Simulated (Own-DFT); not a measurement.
# Strain and stress in 2H SiC, 72 atoms (C36Si36)

These are calculations, not measurements. They come from Own-DFT, an in-house plane-wave density functional program, since retired, whose code no person has reviewed. Each row is one single-point run on a periodic cell that was not relaxed, without spin or spin-orbit coupling.

Settings of every run: PBE; PseudoDojo norm-conserving scalar-relativistic files; cutoff 42 hartree; 4 x 4 x 3 k mesh centred on Gamma; Fermi-Dirac smearing of 0.1 eV.

Known limits: forces on such cells passed a denser k mesh, each cell not checked; stress not checked against mesh or cutoff.

Unstrained cell vectors in Å: (9.248, 0.000, 0.000); (-4.624, 8.009, 0.000); (0.000, 0.000, 10.068). The unstrained cell has measured lattice constants (interpolated for alloys), not those of this functional. That, the random moves and any unrelaxed bonds set the pressure at no strain. Each run strains this cell uniformly, with the atoms carried along. Every atom was also moved at random, by a Gaussian of width 0.05 Å on each axis. Strain is the symmetric tensor, in per cent. Stress is positive in tension, and the pressure is minus a third of its trace.

| run | e_xx (%) | e_yy (%) | e_zz (%) | e_yz (%) | e_xz (%) | e_xy (%) | s_xx (GPa) | s_yy (GPa) | s_zz (GPa) | s_yz (GPa) | s_xz (GPa) | s_xy (GPa) | P (GPa) | E (meV/atom) |
|---|---|---|---|---|---|---|---|---|---|---|---|---|---|---|
| 1 | -0.18 | -0.05 | 0.76 | 0.50 | -0.05 | 1.13 | -5.52 | -5.51 | -2.15 | 1.98 | -0.16 | 4.81 | 4.39 | 19.1 |
| 2 | -1.21 | -1.36 | 0.80 | -1.58 | 1.18 | -1.27 | -13.60 | -13.13 | -2.77 | -5.06 | 4.50 | -6.56 | 9.83 | 14.6 |
| 3 | -1.29 | -1.44 | -0.47 | -0.38 | -1.42 | 0.24 | -13.06 | -15.57 | -10.47 | -3.06 | -4.57 | 0.16 | 13.03 | 14.8 |
| 4 | 0.70 | 1.83 | -0.66 | 0.39 | 0.61 | -0.42 | 0.70 | 5.74 | -10.67 | 1.28 | 1.07 | -1.59 | 1.41 | 3.6 |
| 5 | -1.36 | -1.19 | -1.34 | 1.12 | 1.72 | -0.25 | -15.73 | -12.51 | -17.93 | 4.34 | 5.72 | -0.42 | 15.39 | 40.7 |
| 6 | 0.41 | -1.03 | -0.94 | 1.63 | 0.26 | -0.79 | -1.59 | -10.97 | -13.94 | 4.76 | -0.07 | -3.43 | 8.83 | 13.8 |
| 7 | 0.29 | 1.33 | 0.50 | -0.01 | -1.40 | -0.15 | -1.91 | 3.88 | -4.34 | 0.11 | -4.77 | 0.03 | 0.79 | 7.6 |
| 8 | -0.22 | -0.62 | -0.69 | 0.43 | 0.25 | -1.65 | -7.08 | -8.40 | -11.74 | 1.15 | 0.44 | -7.65 | 9.07 | 18.5 |
| 9 | -0.82 | -0.04 | 1.84 | 0.20 | 1.04 | -0.81 | -8.13 | -4.51 | 2.35 | -0.38 | 2.38 | -3.54 | 3.43 | 9.0 |
| 10 | -1.03 | 1.10 | 0.07 | 1.28 | -2.00 | 0.71 | -9.74 | 1.16 | -7.95 | 4.10 | -7.04 | 3.36 | 5.51 | 21.2 |
| 11 | -1.39 | -1.74 | 1.20 | 1.82 | 0.72 | 1.38 | -14.87 | -15.84 | -1.28 | 6.80 | 2.08 | 8.10 | 10.66 | 23.4 |
| 12 | 0.23 | -1.75 | -0.55 | -1.16 | 0.44 | 1.45 | -4.40 | -16.75 | -11.13 | -3.68 | 2.11 | 5.14 | 10.76 | 36.0 |
| 13 | 1.40 | -1.84 | -1.51 | -0.12 | 0.02 | -0.45 | 2.84 | -16.57 | -18.63 | -0.49 | 0.66 | -0.79 | 10.78 | 37.6 |
| 14 | 0.14 | 0.80 | -1.20 | 0.65 | 0.65 | -1.31 | -3.43 | 0.33 | -14.03 | 1.89 | 2.64 | -4.56 | 5.71 | 0.0 |
| 15 | 0.87 | -0.94 | -0.87 | 0.90 | -1.43 | 1.45 | -2.42 | -8.58 | -12.76 | 2.15 | -5.43 | 7.61 | 7.92 | 23.0 |
| 16 | -0.75 | 1.75 | -1.92 | 1.44 | 1.57 | 1.03 | -6.34 | 1.20 | -19.20 | 6.68 | 5.04 | 4.20 | 8.11 | 40.0 |
| 17 | 0.07 | -0.15 | -0.77 | 0.63 | -1.73 | 0.06 | ? | ? | ? | ? | ? | ? | ? | ? |

E is the free energy for each atom above the lowest run shown.

## Worked fit

Each stress component was fitted by least squares to a constant and the strains of the runs shown, as fractions, with shears doubled. Shear strains stay in the fit of a normal stress only where such slopes are resolved. The slopes, in GPa:

| stress | at no strain | per e_xx | per e_yy | per e_zz | scatter |
|---|---|---|---|---|---|
| s_xx | -4.6 | 605 ± 37 | 98 ± 23 | 14 ± 30 | 1.15 |
| s_yy | -4.9 | 91 ± 37 | 584 ± 23 | 75 ± 31 | 1.18 |
| s_zz | -7.7 | 25 ± 27 | 34 ± 17 | 621 ± 23 | 0.86 |

Each shear stress against twice its own strain: yz 166 ± 10, xz 167 ± 6, xy 217 ± 11 GPa. These are stiffnesses along x, y and z of the frame in which the cell vectors are given, which need not be the crystal's axes. The atoms are held to the strained lattice; where symmetry lets them move under strain, relaxing them would lower some slopes. The table should be nearly symmetric about its diagonal, and what it lacks of that shows the noise. A ninth of its sum, 239 ± 5 GPa, estimates the bulk modulus near the mean pressure of these runs, 7.9 GPa, so it lies above the value at zero pressure.

## Withheld run

Question: what normal stresses and pressure should run 17 give?

The fit gives s_xx = -4.4, s_yy = -6.2, s_zz = -12.5 and P = 7.7 GPa. The calculation gave -4.89, -4.68, -12.85 and P = 7.47 GPa.
